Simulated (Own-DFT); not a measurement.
# How strain changes the stress of wurtzite GaN, 72 atoms (Ga36N36)

No measurement is shown. These are fixed-geometry runs of a retired plane-wave code named Own-DFT, which no person has reviewed; spin and spin-orbit coupling are neglected.

All runs used: PBE; PseudoDojo norm-conserving scalar-relativistic files (stringent for Ga); cutoff 96 hartree; 4 x 4 x 3 k mesh centred on Gamma; Gaussian smearing of 0.01 eV.

Keep in mind: forces not confirmed at this smearing and k mesh; stress not checked against mesh or cutoff.

Unstrained cell vectors in Å: (9.567, 0.000, 0.000); (-4.784, 8.285, 0.000); (0.000, 0.000, 10.370). The unstrained cell has measured lattice constants (interpolated for alloys), not those of this functional. That, the random moves and any unrelaxed bonds set the pressure at no strain. A uniform strain is put on this cell, atoms riding along. Random moves of width 0.05 Å per axis were added to every atom. Stress is counted positive in tension, P = -(s_xx + s_yy + s_zz)/3, and strain components are those of the symmetric tensor.

| run | e_xx (%) | e_yy (%) | e_zz (%) | e_yz (%) | e_xz (%) | e_xy (%) | s_xx (GPa) | s_yy (GPa) | s_zz (GPa) | s_yz (GPa) | s_xz (GPa) | s_xy (GPa) | P (GPa) | E (meV/atom) |
|---|---|---|---|---|---|---|---|---|---|---|---|---|---|---|
| 1 | -0.01 | 0.01 | -0.46 | -1.88 | -1.68 | 0.58 | -9.40 | -7.94 | -8.90 | -4.58 | -4.40 | 1.83 | 8.75 | 29.8 |
| 2 | -1.79 | 1.43 | -1.82 | 0.38 | -0.34 | 0.74 | -14.16 | -5.56 | -15.34 | 0.73 | -1.41 | 4.19 | 11.68 | 25.3 |
| 3 | -0.23 | -0.15 | 0.07 | 1.73 | 1.75 | -0.26 | -7.37 | -7.26 | -10.11 | 4.19 | 3.70 | -2.38 | 8.25 | 27.6 |
| 4 | 1.09 | 1.99 | 0.10 | -0.70 | -0.40 | 0.58 | -0.81 | 1.62 | -4.16 | -1.45 | -0.26 | 0.94 | 1.12 | 0.0 |
| 5 | 1.26 | -1.20 | 0.08 | -0.21 | 1.79 | -0.59 | -3.28 | -9.33 | -7.04 | -0.89 | 3.49 | -1.58 | 6.55 | 8.4 |
| 6 | -0.80 | -1.82 | -0.28 | -1.31 | -0.79 | -0.58 | -13.55 | -15.87 | -9.97 | -3.10 | -1.82 | -1.63 | 13.13 | 27.5 |
| 7 | 1.09 | -1.06 | -0.31 | -0.35 | 0.52 | 1.99 | -3.92 | -9.18 | -9.93 | -1.30 | 0.66 | 4.85 | 7.67 | 14.1 |
| 8 | -0.82 | -1.65 | -1.57 | 1.20 | -1.44 | -1.88 | -13.91 | -17.27 | -16.44 | 2.44 | -3.09 | -5.68 | 15.87 | 51.6 |
| 9 | 1.89 | -1.15 | 0.00 | 0.92 | -0.58 | 1.71 | -0.28 | -10.17 | -6.75 | 2.05 | -1.31 | 5.21 | 5.73 | 13.0 |
| 10 | 0.15 | -1.50 | -1.38 | -0.83 | 1.83 | 1.69 | -10.22 | -13.63 | -15.45 | -0.80 | 3.71 | 5.42 | 13.10 | 40.3 |
| 11 | 0.69 | -1.70 | 1.74 | 0.39 | -1.17 | 1.52 | -5.30 | -11.53 | -0.79 | 0.57 | -2.73 | 5.05 | 5.88 | 16.8 |
| 12 | 1.73 | 0.04 | -1.96 | 1.31 | 1.35 | 1.67 | -3.04 | -8.29 | -12.34 | 2.23 | 3.75 | 6.21 | 7.89 | 25.5 |
| 13 | -1.26 | 1.60 | 1.06 | 1.02 | 0.15 | -1.34 | -11.90 | -0.44 | -2.20 | 2.32 | 0.60 | -3.46 | 4.85 | 11.3 |
| 14 | 0.91 | 1.51 | -1.19 | 0.73 | -0.45 | 0.71 | -3.74 | 0.61 | -11.02 | 1.55 | -0.73 | 1.42 | 4.71 | 11.3 |
| 15 | -0.16 | 0.24 | 0.65 | -1.39 | -1.82 | 0.75 | ? | ? | ? | ? | ? | ? | ? | ? |

E is the free energy per atom, counted from the lowest run shown.

## Fit

Least squares on the runs shown: each stress against a constant and the strains, taken as fractions with shears doubled. Shear strains stay in the fit of a normal stress only where such slopes are resolved. The slopes, in GPa:

```
stress  at no strain  per e_xx  per e_yy  per e_zz  scatter
  s_xx          -7.8  418 ± 24   95 ± 20   77 ± 25     0.96
  s_yy          -6.9  118 ± 25  410 ± 21  118 ± 27     1.02
  s_zz          -7.6   96 ± 29   93 ± 24  413 ± 31     1.19
```

The slope of each shear stress on twice its own strain, from a fit on all six strains: yz 110 ± 7, xz 108 ± 5, xy 163 ± 16 GPa. These are stiffnesses along x, y and z of the frame in which the cell vectors are given, with the crystal's c axis along z: C11, C12, C13 and C33. Hexagonal symmetry asks that xx and yy behave alike, which is a second check on the noise. No internal relaxation is included, and where it is allowed it would reduce some of the slopes. The table should be nearly symmetric about its diagonal, and what it lacks of that shows the noise. A ninth of the table's sum, 204 ± 4 GPa, estimates the bulk modulus near the mean pressure of these runs, 8.2 GPa, so it lies above the value at zero pressure.

## Prediction

Question: what normal stresses and pressure should run 15 give?

From the fit: s_xx = -7.7, s_yy = -5.4, s_zz = -4.8 and P = 6.0 GPa. The run itself gave -7.69, -6.07, -4.85 and P = 6.20 GPa.
